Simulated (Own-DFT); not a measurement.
# Which defects push the lattice out? C11b WSi2

Source: density functional calculations with Own-DFT, an unreviewed in-house program that is no longer used. Nothing was measured or relaxed, and spin and spin-orbit coupling are left out.

Common settings: PBE; PseudoDojo norm-conserving scalar-relativistic files; cutoff 50 hartree; 5 x 5 x 5 k mesh centred on Gamma; cold (Marzari-Vanderbilt) smearing of 0.2 eV.

Caveats: forces on such cells failed a check on a denser k mesh; stress not checked against mesh or cutoff.

All runs share one cell, with vectors in Å (-2.148, -5.953, 3.409); (-6.444, 2.976, 1.136); (-2.553, -2.948, -6.757) and a volume of 403.2 Å³. Atoms were moved at random from their sites; u is the rms move along one axis. The defect's site can differ from row to row.

```
              cell  formula   u (Å)  P (GPa)
         no defect  Si20W10  0.0195     4.53
         no defect  Si20W10  0.0209     4.38
         no defect  Si20W10  0.0508     5.67
one Si on a W site   Si21W9  0.0286     6.32
one Si on a W site   Si21W9  0.0454     7.01
one Si on a W site   Si21W9  0.0462     7.18
one W on a Si site  Si19W11  0.0267    10.07
one W on a Si site  Si19W11  0.0335    10.24
one W on a Si site  Si19W11  0.0465    11.34
    one Si vacancy  Si19W10  0.0337        ?
    one Si vacancy  Si19W10  0.0344     3.18
    one Si vacancy  Si19W10  0.0524     4.34
    one Si vacancy  Si19W10  0.0577     5.12
```

## Fit

P = P0 + c u² + a shift for each defect gives P0 = 4.05 GPa, c = 714 ± 71 GPa/Å² and a scatter of 0.20 GPa. The shifts, and each times the cell's volume:

- one W on a Si site: 5.55 ± 0.16 GPa, 14.0 eV
- one Si on a W site: 1.59 ± 0.17 GPa, 4.0 eV
- one Si vacancy: -1.56 ± 0.19 GPa, -3.9 eV

A positive shift means that the defect pushes the cell outwards. Shift times volume (160.2 GPa Å³ is 1 eV) depends little on the cell's size, so, taken for each site, it can be compared between cells at like pressure. The atoms around the defects weren't relaxed, which would change these numbers.

## Withheld run

Q: what pressure belongs in the blank (one Si vacancy, u = 0.0337 Å)?

The fitted form gives 3.30 ± 0.25 GPa. The calculation gave 3.65 GPa.
